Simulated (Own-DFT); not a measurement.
# Which arrangement is lower? C36Si36, 72 atoms

These are calculations, not measurements. They come from Own-DFT, an in-house plane-wave density functional program, since retired, whose code no person has reviewed. Each row is one single-point run on a periodic cell that was not relaxed, without spin or spin-orbit coupling.

Settings of every run: PBE; PseudoDojo norm-conserving scalar-relativistic files; cutoff 42 hartree; 4 x 4 x 3 k mesh centred on Gamma; Fermi-Dirac smearing of 0.1 eV.

Known limits, some of them of some rows only: some atoms lie very close together; not probed for a lower state with spin; forces on such cells passed a denser k mesh, each cell not checked; stress not checked against mesh or cutoff.

All cells hold the same atoms in the same cell, with vectors in Å (9.248, 0.000, 0.000); (-4.624, 8.009, 0.000); (0.000, 0.000, 10.068). Every atom was moved at random from its ideal site; u is the rms move along one axis. The defect's site can differ from row to row. E is the free energy of the cell above the lowest run. The arrangements:

- A: 2H SiC
- B: 4H SiC
- C: 4H SiC, with one C on a Si site and one Si on a C site, 1.9 Å apart

| arrangement | u (Å) | E (eV) | P (GPa) |
|---|---|---|---|
| A | 0.0297 | 0.562 | 3.89 |
| A | 0.0307 | 0.642 | 3.92 |
| A | 0.0310 | 0.716 | 3.97 |
| A | 0.0587 | 7.897 | 6.45 |
| A | 0.0620 | 8.807 | 6.36 |
| A | 0.0633 | 8.893 | 6.47 |
| B | 0.0284 | 0.000 | 3.65 |
| B | 0.0306 | 0.365 | 3.80 |
| B | 0.0319 | 0.429 | 3.70 |
| B | 0.0590 | 6.717 | 6.02 |
| B | 0.0614 | 7.824 | 5.98 |
| B | 0.0657 | 9.718 | 6.93 |
| C | 0.0300 | 12.725 | 7.81 |
| C | 0.0306 | 11.037 | 7.42 |
| C | 0.0309 | 11.253 | 7.50 |
| C | 0.0475 | 14.887 | 8.54 |
| C | 0.0491 | 13.603 | 7.97 |
| C | 0.0501 | 14.916 | 8.54 |

Question: once the cost of the random moves is taken out, how do the arrangements rank?

## Worked answer

Fit E = a + b u², with one b for all and one a for each arrangement, and with residuals divided by u², since the noise grows with the moves. Then b = 2511 eV/Å², the scatter at u = 0.04 Å is 0.76 eV, and against A:

- B: -0.37 ± 0.34 eV (not told apart from A)
- C: 10.90 ± 0.34 eV (higher)

These are energies of unrelaxed cells. Relaxing the atoms lowers the strained arrangements most, so the gaps would shrink and small ones could change sign.
